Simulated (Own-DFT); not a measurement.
Simulation results for Hf36O71 (tetragonal hafnia with one neutral oxygen vacancy, atoms displaced)

A calculation, not a measurement: plane-wave PBE and HSE06 DFT by an unreviewed code, no spin, of a simulated cell at Gamma alone, so results move with cell size and shape, stress positive in tension, energies less offsets, not probed for a lower state with spin; hafnium file: forces about 75 meV/angstrom off all-electron values; oxygen file: force components 24 meV/angstrom off all-electron in a glass; k mesh not checked against a denser one; forces and stress are PBE's, HSE06 gives the energy alone, and its difference from PBE has offsets of its own; offsets are fitted by least squares, one for each functional and potential file, so energies compare only between cells with the same atoms and settings and are not formation energies; the far tail of each file's local potential was reset to the Coulomb form; each entry is a single point on an unrelaxed cell, so the pressure reflects the starting lattice, taken from the Materials Project, from which strain is counted, and rises with the displacements; printed positions are rounded, which can move forces by about a meV/angstrom; the program is a retired in-house code; no spin-orbit coupling. Program: Own-DFT development build.

Settings shared by all entries: first functional PBE; second functional HSE06; exact exchange share 0.25; screening 0.11 1/bohr; exchange divergence Gygi-Baldereschi; potential files PseudoDojo norm-conserving, scalar-relativistic, made for PBE, standard set; wave cutoff 48 hartree; occupations fixed; k mesh 1 x 1 x 1 centred on Gamma.

(1) 
```xyz
107
Lattice="10.7800 0.0000 0.0000 0.0000 10.7800 0.0000 0.0000 0.0000 10.4493" Properties=species:S:1:pos:R:3:force_x:R:1:force_y:R:1:force_z:R:1 formula=Hf36O71 PBE_energy_of_cell_above_offsets=-101.036 HSE06_less_PBE_above_offsets=-0.146 PBE_pressure=0.77 PBE_stress_xx=-0.19 PBE_stress_yy=-0.73 PBE_stress_zz=-1.39 PBE_stress_yz=0.19 PBE_stress_xz=0.04 PBE_stress_xy=0.02
Hf    10.7564    10.7520     0.0043      0.739      1.498     -0.253
Hf     1.8178     1.8093     2.6413     -0.262     -0.869     -0.782
O     10.7378     1.8036     1.5839       0.92     -0.089      0.163
O      1.8181     0.0614     3.6353     -0.352     -1.882     -0.142
O      0.0643     1.7753     4.2191     -0.554      0.446       0.27
O      1.7946    10.7766     1.0039      -0.63     -0.355     -0.154
Hf     0.0015    10.7637     5.2237     -0.337      0.732      0.196
Hf     1.7486     1.8035     7.8715       0.55      -0.21     -0.478
O      0.0066     1.8457     6.8499     -0.843     -0.236     -0.225
O      1.8170     0.0446     8.8588     -0.298     -0.721     -0.037
O     10.7773     1.8433     9.4203      0.017     -0.837      0.473
O      1.7722     0.0027     6.2237      0.135     -0.304       0.27
Hf    10.7662     3.6237    10.4473      -0.76     -1.307      0.604
Hf     1.8402     5.3623     2.5796     -0.699     -0.079      0.582
O      0.0072     5.3708     1.6016      0.484      0.053     -0.234
O      1.7697     3.5278     3.6332      0.428      1.904      0.205
O     10.7677     5.3736     4.1889      0.143      0.118      0.218
O      1.8119     3.5584     1.0544     -0.411       0.39     -0.201
Hf     0.0059     3.6204     5.2453      0.138      -1.14     -0.415
Hf     1.8051     5.3528     7.8703      0.404      0.641     -0.445
O     10.7611     5.4402     6.8274       0.48     -0.514     -0.028
O      1.8241     3.5610     8.8782     -0.143      0.974      0.281
O      0.0149     5.3778     9.4550      0.105      0.754     -0.343
O      1.7865     3.5928     6.2312      0.187      0.512      0.215
Hf    10.7542     7.1795     0.0173      0.748      0.059     -0.419
Hf     1.7245     8.9755     2.6097      1.917      0.784      0.121
O     10.7355     8.9509     1.5488      0.635      0.197     -0.157
O      1.7991     7.1649     3.6416     -0.147     -0.088     -0.485
O     10.7743     8.9684     4.2114      0.168      0.164     -0.692
O      1.8012     7.1988     1.0403      -0.32      0.024     -0.286
Hf     0.0181     7.1846     5.2209      0.312     -0.414      0.299
Hf     1.7900     9.0075     7.8145      0.264     -0.025     -0.032
O      0.0010     8.9946     6.8436     -0.352      0.013     -0.235
O      1.8179     7.2163     8.8176     -0.163     -0.506      0.349
O      0.0126     8.9898     9.4140     -0.278     -0.401      0.273
O      1.7693     7.2270     6.2338      0.612     -0.061     -0.348
Hf     3.6309    10.7575    10.3844     -0.406      1.171      1.068
Hf     5.3614     1.7741     2.5844      0.776     -0.256      0.745
O      3.6127     1.7573     1.5895     -0.628      0.379     -0.455
O      5.4093     0.0088     3.6636       -0.1     -0.769     -0.414
O      3.6050     1.7556     4.1831      0.034      0.908      0.438
O      5.3848    10.7417     1.0275      0.417      0.157     -1.204
Hf     3.5973    10.7690     5.2602       0.09      0.276      -0.59
Hf     5.3876     1.8019     7.8012      -1.25     -0.641      0.065
O      3.5543     1.7797     6.8272      0.593     -0.019     -0.203
O      3.6203     1.8363     9.3798      0.369     -0.762      0.783
O      5.4246     0.0327     6.2261     -0.309     -0.241      0.708
Hf     3.5606     3.5914     0.0323      0.541     -0.413      -0.66
Hf     5.4092     5.3664     2.5791      0.532     -0.269      0.435
O      3.5758     5.3951     1.5793      0.336     -0.068      0.046
O      5.4258     3.5736     3.6111     -0.624      0.578     -0.154
O      3.6184     5.3969     4.2163     -0.314     -0.477     -1.006
O      5.3588     3.5953     1.0638      0.251      0.209     -0.581
Hf     3.5986     3.6366     5.2019      0.267     -1.366      0.457
Hf     5.3997     5.3974     7.8536     -0.497     -1.065     -0.596
O      3.5696     5.3842     6.8195      0.123          0      0.196
O      5.3704     3.5489     8.8718      0.539      0.955     -0.198
O      3.5876     5.4183     9.4227     -0.089     -0.408      0.297
O      5.3782     3.6538     6.2101      0.299      -0.22      0.242
Hf     3.6005     7.2165    10.4405     -0.445      0.016      0.065
Hf     5.4064     8.9428     2.6139     -0.033        1.5     -0.271
O      3.5905     9.0330     1.6248     -0.456     -0.515     -0.175
O      5.3644     7.2255     3.6649      0.329     -1.074     -0.306
O      3.5855     8.9590     4.1842     -0.227      0.603      0.262
O      5.3525     7.1803     1.0436      0.503      0.156     -0.415
Hf     3.6144     7.1747     5.1262     -0.602      0.717      1.406
Hf     5.3949     8.9507     7.8300      0.082      0.986     -0.201
O      3.6016     9.0012     6.8319      0.207      0.143     -0.129
O      5.3772     7.1638     8.8252      0.123      0.517      0.513
O      3.5687     9.0149     9.4128      0.687     -0.725     -0.099
O      5.3764     7.1790     6.1985      0.182     -0.076      0.415
Hf     7.2209     0.0356    10.3998     -1.216     -0.939      1.301
Hf     9.0160     1.8066     2.6280     -0.879      0.049     -0.217
O      7.1906     1.7509     1.6139     -0.259      0.231     -0.419
O      8.9886     0.0150     3.6679      0.416      -0.56     -0.734
O      7.1562     1.8114     4.1564      0.389     -0.062      0.999
O      8.9399     0.0500     0.9661      1.368     -0.614       0.57
Hf     7.1902     0.0244     5.1869       0.07      0.343     -0.329
Hf     8.9363     1.7600     7.8453      1.189      0.743       -0.4
O      7.1808     1.7940     6.8266       0.01      0.273     -0.034
O      8.9779     0.0180     8.8275          0     -0.785      0.476
O      7.1928     1.7947     9.4767     -0.187     -0.021     -1.378
O      8.9773    10.7587     6.2637      0.132      0.256     -0.145
Hf     7.1389     3.5399    10.4205      0.452      1.055      1.295
Hf     9.0410     5.3951     2.6384     -1.056     -1.181     -0.393
O      7.1834     5.4154     1.5716      0.084      0.185      0.458
O      8.9741     3.5617     3.6729       0.24      0.667     -0.232
O      7.1721     5.3787     4.2103      0.094       0.65     -0.066
O      8.9366     3.5607     1.0640      0.387      0.364     -0.678
Hf     7.2575     3.6099     5.2260     -1.607     -0.592     -0.932
Hf     9.0056     5.4299     7.8190     -0.614     -0.727      0.473
O      7.1909     5.4039     6.8153      0.418      0.182      0.229
O      9.0179     3.6029     8.8624     -0.325       0.14      -0.43
O      7.1955     5.3677     9.4463     -0.304      0.134     -0.339
O      8.9732     3.5600     6.1917      0.698      0.405      1.092
Hf     7.2000     7.1697    10.4399     -0.344     -0.043      0.687
Hf     9.0520     8.9681     2.5889     -2.382      0.344      1.059
O      7.2199     8.9923     1.5786       0.28     -0.579      0.347
O      9.0284     7.1245     3.6267     -0.166      1.398      0.109
O      7.2218     9.0199     4.1944      0.023     -1.131      0.229
O      8.9935     7.1376     1.0178     -0.015      0.174      0.185
Hf     7.1824     7.1924     5.2421      0.038      0.275     -0.246
Hf     8.9887     8.9328     7.8583     -0.076      0.964     -0.641
O      7.2013     8.9355     6.8258      -0.27     -0.243      0.151
O      8.9492     7.1873     8.9182      0.225     -0.289     -0.193
O      7.1718     8.9934     9.4431     -0.296     -0.191     -0.385
O      9.0280     7.1959     6.2774     -0.654     -0.007     -0.072
```

Units: PBE_energy_of_cell_above_offsets, HSE06_less_PBE_above_offsets in eV; PBE_pressure, PBE_stress_xx, PBE_stress_yy, PBE_stress_zz, PBE_stress_yz, PBE_stress_xz, PBE_stress_xy in GPa; force_x, force_y, force_z in eV/Å.

(2) 
```xyz
107
Lattice="10.7800 0.0000 0.0000 0.0000 10.7800 0.0000 0.0000 0.0000 10.4493" Properties=species:S:1:pos:R:3:force_x:R:1:force_y:R:1:force_z:R:1 formula=Hf36O71 PBE_energy_of_cell_above_offsets=-100.849 HSE06_less_PBE_above_offsets=-0.162 PBE_pressure=0.78 PBE_stress_xx=-0.23 PBE_stress_yy=-0.88 PBE_stress_zz=-1.21 PBE_stress_yz=-0.23 PBE_stress_xz=0.09 PBE_stress_xy=0.01
Hf     0.0247    10.7277    10.4270     -0.681      0.656      1.454
Hf     1.8284     1.7714     2.6187     -0.775      0.143      0.029
O     10.7637     1.7545     1.5702      1.207      0.188        0.3
O      1.8101    10.7551     3.6489      0.028       0.56     -0.238
O     10.7656     1.7826     4.1998      0.158      0.688     -0.098
O      1.8478     0.0246     1.0021     -0.548      -0.01      0.248
Hf    10.7784     0.0000     5.1829     -0.112     -0.593     -0.043
Hf     1.7672     1.7689     7.8271       1.23      0.185      0.055
O      0.0221     1.8411     6.7710     -0.064     -0.227      0.704
O      1.8448    10.6963     8.8651     -0.354       2.02      0.151
O     10.7198     1.7838     9.4604      0.848     -0.221     -1.037
O      1.7842    10.7430     6.2601      0.269      0.179      0.037
Hf     0.0430     3.5740    10.4286     -1.143      0.281      0.492
Hf     1.8487     5.4221     2.6637      -0.46     -0.538     -0.928
O     10.7784     5.4102     1.6447      0.702      0.153     -0.397
O      1.8116     3.5832     3.5889     -0.145      0.329      0.385
O     10.7195     5.4540     4.1944      0.452     -1.622     -0.292
O      1.7766     3.6016     1.0300       0.01     -0.162      0.166
Hf    10.7413     3.6293     5.2712      0.141     -0.153      -0.88
Hf     1.7738     5.3926     7.7820      0.545       0.58      0.898
O      0.0269     5.4219     6.7589     -0.642     -0.286      0.353
O      1.8436     3.5949     8.8780     -0.172     -0.627     -0.453
O      0.0181     5.3382     9.4085     -0.225      0.358      0.184
O      1.7773     3.6024     6.2307      0.443     -0.203      0.247
Hf     0.0451     7.1500     0.0300     -0.379     -0.072     -0.724
Hf     1.8055     8.9794     2.5902     -0.369      0.387      0.145
O      0.0345     9.0260     1.5486     -0.479     -0.379      0.593
O      1.7958     7.2229     3.5918      0.262     -0.448      0.557
O      0.0465     8.9407     4.2092     -0.178      0.763     -0.256
O      1.7957     7.1718     1.0297     -0.082      0.171       0.27
Hf     0.0029     7.1560     5.1748     -0.364      0.805      1.452
Hf     1.7947     9.0517     7.8165     -0.054     -2.226      -0.55
O     10.7638     9.0060     6.8341      0.182      -0.03      0.225
O      1.7519     7.1424     8.8893     -0.168      0.921     -0.494
O      0.0166     9.0188     9.4737      -0.15     -1.377     -0.751
O      1.8011     7.1790     6.2327      0.418      0.099     -0.419
Hf     3.6092    10.7435     0.0089      0.269      0.294     -0.729
Hf     5.3521     1.7883     2.5599      1.639      0.656       0.41
O      3.5755     1.8193     1.5621      0.113       0.02      0.068
O      5.3679    10.7789     3.6179     -0.122      0.254      0.152
O      3.5872     1.8569     4.2125     -0.138     -1.036     -0.296
O      5.3615    10.7266     1.0335      0.525      0.153      0.082
Hf     3.6131    10.7710     5.2188      0.134      0.581      0.244
Hf     5.3872     1.7831     7.8376     -0.031      0.843      0.923
O      3.6478     1.7093     6.8028     -1.602      0.377      0.078
O      5.3940    10.7652     8.9031      0.224     -0.383     -0.494
O      3.6174     1.7613     9.4086     -0.364      0.357      0.439
O      5.4121    10.7674     6.2464     -0.205     -0.098     -0.097
Hf     3.5281     3.5789     0.0391      1.543      0.761     -1.149
Hf     5.4091     5.4145     2.6163      0.215     -0.493     -0.568
O      3.5891     5.4149     1.5729     -0.171     -0.291      0.669
O      5.4081     3.5918     3.6229     -0.065      0.633      0.023
O      3.5283     5.4115     4.2448        0.1     -0.122     -0.601
O      5.4042     3.6055     1.0160     -0.836     -0.252      0.259
Hf     3.5747     3.6128     5.2312      0.886     -0.135      0.365
Hf     5.3866     5.4266     7.8434     -0.518     -0.901      0.926
O      3.5965     5.3927     6.8336      0.026      -0.14     -0.429
O      5.4584     3.6229     8.9084     -0.476     -0.449      -0.89
O      3.6368     5.4608     9.4204     -0.206     -0.973      0.537
O      5.4189     3.5634     6.2642     -1.091       0.29     -0.441
Hf     3.5762     7.2348     0.0244      0.636     -1.483     -0.225
Hf     5.3866     8.9939     2.5960      0.253      0.091     -0.336
O      3.5811     8.9591     1.5743       0.07      0.089      0.213
O      5.4134     7.2274     3.6144     -0.133     -0.645      0.821
O      3.5728     9.0099     4.1929      0.234      -0.64     -0.102
O      5.3935     7.2019     1.0912     -0.096       0.28      -0.75
Hf     3.6132     7.1941     5.1865     -0.284      0.568      1.068
Hf     5.3961     8.9556     7.8310      0.126      0.429      0.458
O      3.6512     8.9807     6.7910     -0.809      0.109      0.182
O      5.3870     7.2102     8.8866      0.407     -0.147     -0.206
O      3.6083     8.9409     9.4459     -0.123      0.828     -0.576
O      5.4143     7.1764     6.2723     -0.392       0.23     -0.285
Hf     7.1821     0.0097    10.4134      0.222       0.38      0.781
Hf     9.0647     1.7849     2.6116     -1.565     -0.186     -0.163
O      7.1969     1.7786     1.5416     -0.254     -0.272      0.711
O      8.9969     0.0061     3.6769     -0.019     -0.706      -0.49
O      7.1725     1.8565     4.1966     -0.026     -1.276      0.516
O      8.9849    10.7556     1.0370      0.077     -0.103     -0.547
Hf     7.1909    10.7639     5.2657      0.342      1.112     -0.657
Hf     9.0155     1.7958     7.8749     -0.904      0.606     -0.429
O      7.1259     1.8382     6.8580      1.905     -0.488     -0.314
O      9.0030     0.0248     8.8547     -0.291     -0.682      0.104
O      7.1990     1.8031     9.4430      0.039     -0.704     -0.341
O      9.0308     0.0041     6.2383      -0.66      0.221      0.373
Hf     7.1890     3.5993    10.4359     -0.275     -0.566      0.403
Hf     8.9939     5.3921     2.6175     -0.466     -0.328      -0.36
O      7.1436     5.4254     1.5649      0.689      -0.21      1.203
O      8.9447     3.5858     3.6389      0.179      0.611      0.064
O      8.9984     3.6046     0.9937      0.425      0.183      0.435
Hf     7.1825     3.5926     5.2238     -0.176       0.24      -0.09
Hf     8.9610     5.4056     7.8690      0.024     -0.557     -0.448
O      7.1500     5.3809     6.8578       0.88      0.078     -0.475
O      8.9560     3.5613     8.8926      0.281      0.411     -0.657
O      7.2071     5.3606     9.4650      0.296      1.287     -0.543
O      9.0281     3.6248     6.2768     -0.935      -0.13     -0.031
Hf     7.1870     7.1897     0.0015     -0.465     -0.841      0.471
Hf     8.9605     8.9275     2.5970      0.754       1.24     -0.041
O      7.2246     8.9644     1.5924     -0.691      0.008      0.302
O      9.0040     7.1953     3.6574     -0.682     -0.164      -0.23
O      7.1618     8.9825     4.2630       0.15      0.336     -0.722
O      8.9664     7.1421     1.0266      0.673      0.388     -0.007
Hf     7.1666     7.2197     5.2372      0.607      -1.21     -0.009
Hf     8.9700     9.0185     7.8150      0.551     -0.735      0.195
O      7.2071     9.0376     6.8016     -0.265     -0.017      0.353
O      9.0053     7.1594     8.8188      0.051      0.915      0.499
O      7.1729     8.9250     9.4533       0.42      1.134     -0.572
O      8.9648     7.1772     6.2606      0.017      0.075     -0.411
```

Units: PBE_energy_of_cell_above_offsets, HSE06_less_PBE_above_offsets in eV; PBE_pressure, PBE_stress_xx, PBE_stress_yy, PBE_stress_zz, PBE_stress_yz, PBE_stress_xz, PBE_stress_xy in GPa; force_x, force_y, force_z in eV/Å.
